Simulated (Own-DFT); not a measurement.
Simulation results for Si3N4 (beta silicon nitride, atoms displaced)

A calculation, not a measurement: plane-wave PBE density functional theory by an unreviewed code, no spin, of a simulated periodic cell, stress positive in tension, free energy of the whole cell less one offset for each atom, forces on such cells passed a denser k mesh, this cell's mesh not checked; offsets are fitted by least squares, one for each functional and potential file, so energies compare only between cells with the same atoms and settings and are not formation energies; the far tail of each file's local potential was reset to the Coulomb form; each entry is a single point on an unrelaxed cell, so the pressure reflects the starting lattice, mostly measured values (interpolated for alloys), from which strain is counted, and rises with the displacements; printed positions are rounded, which can move forces by about a meV/angstrom; the program, named Own-DFT, is a retired in-house code; no spin-orbit coupling. Program: Own-DFT development build.

Settings shared by all entries: functional PBE; potential files PseudoDojo norm-conserving, scalar-relativistic, standard set; wave cutoff 42 hartree; occupations Fermi-Dirac; smearing width 0.1 eV; k mesh 3 x 3 x 3 centred on Gamma.

(1) Si3N4 (beta silicon nitride, atoms displaced)

```xyz
42
Lattice="7.6060 0.0000 0.0000 -3.8030 6.5870 0.0000 0.0000 0.0000 8.7270" Properties=species:S:1:pos:R:3 Si3N4
Si    -1.6327     5.0842     0.7403
Si     0.2587     2.6823     0.7279
Si     1.3536     5.4643     0.7141
Si     5.4171     1.5004     2.1332
Si     3.5769     3.9730     2.1594
Si     2.3745     1.1803     2.1841
N      2.3852     0.2566     0.5544
N      6.1693     2.0784     0.8454
N      2.6892     4.4703     0.7866
N      1.4142     6.3945     2.1070
N     -2.3964     4.6300     2.1194
N      1.0250     2.2841     2.0540
N     -0.0374     4.3498     0.8014
N      3.7876     2.2321     2.1258
Si    -1.6586     5.1310     3.6155
Si     0.2253     2.6264     3.5964
Si     1.2980     5.4788     3.5911
Si     5.3641     1.4294     5.1428
Si     3.5336     3.9105     5.1289
Si     2.4294     1.1286     5.1343
N      2.3709     0.1861     3.5433
N      6.1918     2.0588     3.6421
N      2.7577     4.3844     3.6881
N      1.3441     6.3474     5.1162
N     -2.4695     4.5681     5.0082
N      0.9433     2.1731     5.0651
N     -0.0542     4.4121     3.6853
N      3.7708     2.2197     5.0201
Si    -1.6240     4.9790     6.5578
Si     0.1174     2.6049     6.5482
Si     1.3425     5.3576     6.4468
Si     5.3762     1.4707     7.8924
Si     3.5797     3.9331     8.0085
Si     2.3934     1.1093     8.0488
N      2.4303     0.1707     6.5223
N      6.3436     1.9647     6.6019
N      2.8865     4.4110     6.5181
N      1.4077     6.4126     8.0789
N     -2.4038     4.5416     7.9639
N      1.0534     2.1519     8.0918
N     -0.0111     4.2476     6.6044
N      3.7067     2.1623     7.9342
```

The calculation gives: free energy of cell above offsets -1.552 eV; pressure 9.35 GPa; stress xx -6.47 GPa; stress yy -9.69 GPa; stress zz -11.89 GPa; stress yz 6.35 GPa; stress xz 1.68 GPa; stress xy -2.07 GPa.

Force:
```tsv
element	x (eV/Å)	y (eV/Å)	z (eV/Å)
Si	2.275	0.028	-2.369
Si	-4.328	1.015	-2.327
Si	-2.095	-1.552	0.361
Si	-2.142	1.306	2.945
Si	0.095	-1.244	1.443
Si	1.37	1.317	-2.738
N	-0.314	-6.424	10.01
N	2.161	0.059	-5.611
N	2.815	-1.362	-2.173
N	-0.346	0.233	2.592
N	-2.431	0.053	1.89
N	2.411	-2.582	5.923
N	0.435	2.822	-0.89
N	-0.371	-0.72	0.336
Si	0.866	-3.096	-0.306
Si	-1.37	2.243	-0.38
Si	0.921	-2.08	-0.361
Si	0.711	3.732	-2.039
Si	2.201	-0.753	-3.359
Si	-1.117	1.037	-1.773
N	-0.04	2.098	2.053
N	-0.573	-2.16	0.53
N	-1.314	1.518	-1.622
N	0.105	0.625	-1.28
N	0.59	0.684	2.101
N	2.116	-1.584	0.859
N	0.463	-0.08	-0.346
N	0.888	-2.101	0.943
Si	0.884	1.073	-2.492
Si	8.589	1.202	0.706
Si	0.367	-1.3	4.029
Si	-1.01	2.558	4.744
Si	-0.486	-1.425	1.068
Si	0.02	4.291	-7.712
N	-0.439	-1.319	0.83
N	-8.536	-4.346	-1.574
N	-3.794	2.259	2.418
N	-0.028	-1.726	-4.126
N	-1.169	0.081	1.798
N	-1.374	0.4	-3.446
N	0.045	3.8	-0.41
N	2.949	1.422	-0.25
```

(2) Si3N4 (beta silicon nitride, atoms displaced)

```xyz
42
Lattice="7.6060 0.0000 0.0000 -3.8030 6.5870 0.0000 0.0000 0.0000 8.7270" Properties=species:S:1:pos:R:3 Si3N4
Si    -1.6370     5.0172     0.7174
Si     0.1922     2.6375     0.7974
Si     1.4125     5.4414     0.6249
Si     5.4168     1.5299     2.2421
Si     3.6269     3.8761     2.1198
Si     2.4020     1.1360     2.3152
N      2.4111     0.2174     0.6845
N      6.2670     1.8953     0.5846
N      2.8194     4.4430     0.6837
N      1.4394     6.2998     2.1535
N     -2.4483     4.6704     2.1719
N      1.0821     2.2528     2.1697
N     -0.0346     4.3972     0.7613
N      3.8226     2.1796     2.1895
Si    -1.5204     5.0129     3.6393
Si     0.2814     2.7267     3.6511
Si     1.3590     5.3304     3.6076
Si     5.4089     1.5438     5.1856
Si     3.6169     3.8930     5.1604
Si     2.4073     1.1403     5.1853
N      2.4699     0.1725     3.6346
N      6.2342     1.9375     3.6795
N      2.8140     4.3541     3.6459
N      1.3592     6.3218     5.0023
N     -2.3867     4.5757     5.0439
N      1.1561     2.1402     5.0436
N     -0.0226     4.3931     3.6734
N      3.7671     2.2228     5.0920
Si    -1.5710     5.0567     6.5192
Si     0.0992     2.6070     6.5515
Si     1.4045     5.4178     6.5948
Si     5.4461     1.4872     8.0916
Si     3.5432     3.8929     8.0279
Si     2.4555     1.1806     8.0095
N      2.3529     0.2479     6.4391
N      6.1914     2.1242     6.5240
N      2.7538     4.4107     6.5184
N      1.5145     6.4756     8.0541
N     -2.4082     4.6671     7.9198
N      1.0412     2.2721     7.9083
N      0.0225     4.3656     6.5000
N      3.8030     2.1864     8.0223
```

Results for Si3N4 (beta silicon nitride, atoms displaced): free energy of cell above offsets -2.329 eV; pressure 8.71 GPa; stress xx -9.8 GPa; stress yy -7.76 GPa; stress zz -8.57 GPa; stress yz 2.49 GPa; stress xz -2.45 GPa; stress xy 0.29 GPa.

Force:
```tsv
element	x (eV/Å)	y (eV/Å)	z (eV/Å)
Si	0.969	2.45	-1.027
Si	0.989	1.483	-3.571
Si	-1.319	-0.84	4.011
Si	-0.487	-2.412	-1.177
Si	-1.034	0.868	2.386
Si	1.338	0.151	-4.159
N	-0.509	-0.547	1.755
N	3.206	2.308	8.595
N	-0.594	-0.075	0.993
N	0.135	1.643	-0.211
N	0.207	-0.848	0.166
N	-0.415	-0.567	1.149
N	1.169	-0.751	-0.409
N	0.059	-0.235	-0.205
Si	-3.289	1.999	-0.574
Si	-0.626	-2.04	0.712
Si	2.547	1.891	-0.409
Si	-2.534	-1.804	-3.545
Si	-0.25	0.754	-2.676
Si	3.136	1.424	-6.349
N	-0.482	-0.829	2.091
N	1.877	1.153	-0.126
N	-0.489	0.125	-0.657
N	0.674	1.925	3.362
N	-0.446	0.003	1.198
N	-5.669	3.036	0.621
N	1.578	-2.008	-0.384
N	1.81	-1.799	0.756
Si	0.486	0.766	-1.269
Si	5.945	2.56	-1.456
Si	-1.162	0.864	-2.657
Si	-4.248	2.728	-6.459
Si	2	0.053	-2.829
Si	-1.996	-0.519	-0.967
N	0.349	-4.323	6.998
N	-3.107	-2.657	2.177
N	1.089	-0.122	2.064
N	-0.817	-4.294	-3.17
N	-2.031	-1.296	1.815
N	0.424	-1.273	2.804
N	-0.257	0.629	0.633
N	1.776	0.425	0.002
```

(3) Si3N4 (beta silicon nitride, atoms displaced)

```xyz
42
Lattice="7.6060 0.0000 0.0000 -3.8030 6.5870 0.0000 0.0000 0.0000 8.7270" Properties=species:S:1:pos:R:3 Si3N4
Si    -1.6161     5.1435     0.7450
Si     0.2244     2.6995     0.7065
Si     1.4325     5.5050     0.6718
Si     5.3419     1.5480     2.1577
Si     3.5877     3.9072     2.1808
Si     2.4693     1.0685     2.1917
N      2.4815     0.2012     0.7375
N      6.2779     1.9604     0.8228
N      2.8156     4.4557     0.7214
N      1.4165     6.3890     2.2465
N     -2.4157     4.6778     2.2278
N      0.9314     2.1506     2.0581
N     -0.0026     4.4645     0.7554
N      3.7864     2.2762     2.1762
Si    -1.7257     5.0778     3.6306
Si     0.2379     2.6597     3.6756
Si     1.4635     5.5074     3.6748
Si     5.3283     1.5067     5.0774
Si     3.6017     3.9432     5.1755
Si     2.4281     1.1867     5.0994
N      2.3404     0.2283     3.6016
N      6.1689     1.9535     3.6720
N      2.7154     4.4392     3.5842
N      1.3545     6.3824     5.1218
N     -2.3598     4.4792     5.0780
N      0.9691     2.2020     5.0088
N      0.0241     4.4707     3.6690
N      3.8543     2.2099     5.0938
Si    -1.5985     5.1259     6.5642
Si     0.2051     2.6745     6.5636
Si     1.3758     5.5067     6.6008
Si     5.4333     1.5642     8.0075
Si     3.5795     3.8467     7.9786
Si     2.4340     1.2356     7.9619
N      2.3030     0.2011     6.5433
N      6.1605     2.0018     6.4986
N      2.6504     4.2812     6.5232
N      1.3685     6.4481     8.0106
N     -2.4528     4.4707     7.9463
N      1.1360     2.1779     8.0036
N     -0.0852     4.4143     6.5209
N      3.8011     2.1884     8.0197
```

It finds free energy of cell above offsets -3.310 eV; pressure 7.46 GPa; stress xx -5.87 GPa; stress yy -8.21 GPa; stress zz -8.31 GPa; stress yz 1.88 GPa; stress xz -0.38 GPa; stress xy 1.93 GPa.

Force:
```tsv
element	x (eV/Å)	y (eV/Å)	z (eV/Å)
Si	0.489	-2.692	-0.745
Si	-0.469	1.873	-0.47
Si	-1.23	-1.602	3.576
Si	1.222	-0.626	2.549
Si	-0.508	2.606	0.209
Si	-1.68	3.872	-1.408
N	-0.418	1.347	-1.875
N	-1.013	0.036	-3.737
N	-0.033	-0.007	-0.963
N	-0.053	1.729	-2.826
N	-2.571	-1.276	-3.263
N	3.295	-1.651	4.491
N	0.329	-0.922	-1.024
N	-0.305	-3.087	-0.109
Si	5.438	0.17	1.898
Si	-3.447	2.969	-5.403
Si	-3.584	-1.714	-0.544
Si	2.653	-0.149	-0.249
Si	-0.297	-0.672	-3.404
Si	-0.56	0.018	-1.272
N	-0.048	-0.512	2.684
N	1.248	0.521	-1.126
N	3.445	-1.75	2.078
N	0.57	0.86	1.058
N	-1.708	1.491	1.523
N	3.037	-2.03	5.144
N	-1.205	-1.106	-0.149
N	-4.129	0.509	0.36
Si	-1.085	-2.823	-0.723
Si	-0.605	0.905	-1.317
Si	-1.631	-2.451	-1.717
Si	-0.057	0.963	0.543
Si	-1.119	1.591	0.66
Si	1.704	-4.067	1.398
N	0.412	2.134	-0.049
N	1.961	-0.103	1.778
N	0.405	1.252	1.605
N	0.666	0.302	-0.569
N	1.446	2.249	1.267
N	-4.793	2.598	-0.747
N	3.089	-0.125	1.069
N	1.14	-0.629	-0.197
```

(4) Si3N4 (beta silicon nitride, atoms displaced)

```xyz
42
Lattice="7.6060 0.0000 0.0000 -3.8030 6.5870 0.0000 0.0000 0.0000 8.7270" Properties=species:S:1:pos:R:3 Si3N4
Si    -1.6444     5.0865     0.7710
Si     0.1767     2.5979     0.6825
Si     1.4460     5.3956     0.6941
Si     5.3831     1.5443     2.2051
Si     3.5438     3.8682     2.2539
Si     2.3605     1.1476     2.0250
N      2.3664     0.2015     0.6594
N      6.2439     1.9969     0.7570
N      2.7217     4.3405     0.6929
N      1.3699     6.3583     2.2291
N     -2.3547     4.5972     2.1460
N      0.9483     2.1341     2.1851
N     -0.0070     4.3143     0.8043
N      3.7588     2.1401     2.2245
Si    -1.5860     4.9878     3.6226
Si     0.2934     2.6169     3.6126
Si     1.3244     5.4751     3.6827
Si     5.3499     1.5142     5.0225
Si     3.6541     3.8786     5.0891
Si     2.4678     1.0877     5.2058
N      2.4210     0.2581     3.5279
N      6.2279     2.0465     3.6667
N      2.8183     4.4177     3.6262
N      1.4250     6.3912     5.0941
N     -2.3826     4.6384     5.0552
N      0.9667     2.1026     5.1391
N     -0.0208     4.3154     3.6649
N      3.7598     2.1885     5.0754
Si    -1.6514     4.9745     6.5352
Si     0.1463     2.7125     6.5146
Si     1.3831     5.4448     6.5492
Si     5.3487     1.5986     8.0000
Si     3.6099     3.9257     8.1089
Si     2.5182     1.1454     8.0041
N      2.4139     0.1863     6.6302
N      6.2937     1.8464     6.5859
N      2.7603     4.4351     6.5716
N      1.3928     6.3243     7.9871
N     -2.4310     4.6243     8.1007
N      0.9601     2.1222     7.9962
N      0.0538     4.4403     6.5511
N      3.8458     2.1768     7.9494
```

The calculation gives: free energy of cell above offsets -3.678 eV; pressure 7.44 GPa; stress xx -8.13 GPa; stress yy -4.54 GPa; stress zz -9.65 GPa; stress yz -0.93 GPa; stress xz 2.71 GPa; stress xy -0.75 GPa.

Force:
```tsv
element	x (eV/Å)	y (eV/Å)	z (eV/Å)
Si	4.271	-0.539	-1.061
Si	1.141	2.144	0.995
Si	-3.938	0.52	1.52
Si	0.261	-0.933	-0.042
Si	1.575	0.013	-2.616
Si	0.254	0.097	4.128
N	0.235	-0.515	0.264
N	-3.172	-1.556	-0.575
N	1.718	-0.764	3.231
N	0.821	0.9	-1.714
N	-4.113	-1.595	2.342
N	1.631	-0.978	-2.326
N	0.094	2.073	-0.821
N	0.526	1.538	-0.962
Si	1.653	3.003	-1.531
Si	-1.6	0.651	2.417
Si	0.096	-2.258	-1.219
Si	1.485	0.184	2.092
Si	-2.447	1.591	0.776
Si	-2.487	0.547	-3.812
N	-0.319	-2.504	2.571
N	-0.623	-0.554	-1.035
N	-1.343	0.811	2.036
N	-0.36	0.268	0.386
N	-1.982	-1.197	1.226
N	1.531	-0.391	-0.98
N	1.654	1.078	0.28
N	1.57	-0.105	0.485
Si	2.496	2.121	2.146
Si	2.053	-0.849	1.17
Si	0.917	0.359	-0.143
Si	4.042	-3.492	0.753
Si	-0.441	-0.42	-3.855
Si	-3.248	0.745	-0.553
N	0.021	-2.075	-1.35
N	-2.208	1.003	-1.545
N	2.56	-1.377	-0.281
N	0.123	2.886	1.063
N	-0.774	-0.779	-2.902
N	1.98	-0.445	-0.851
N	-3.34	-1.624	-0.242
N	-2.313	2.416	0.535
```
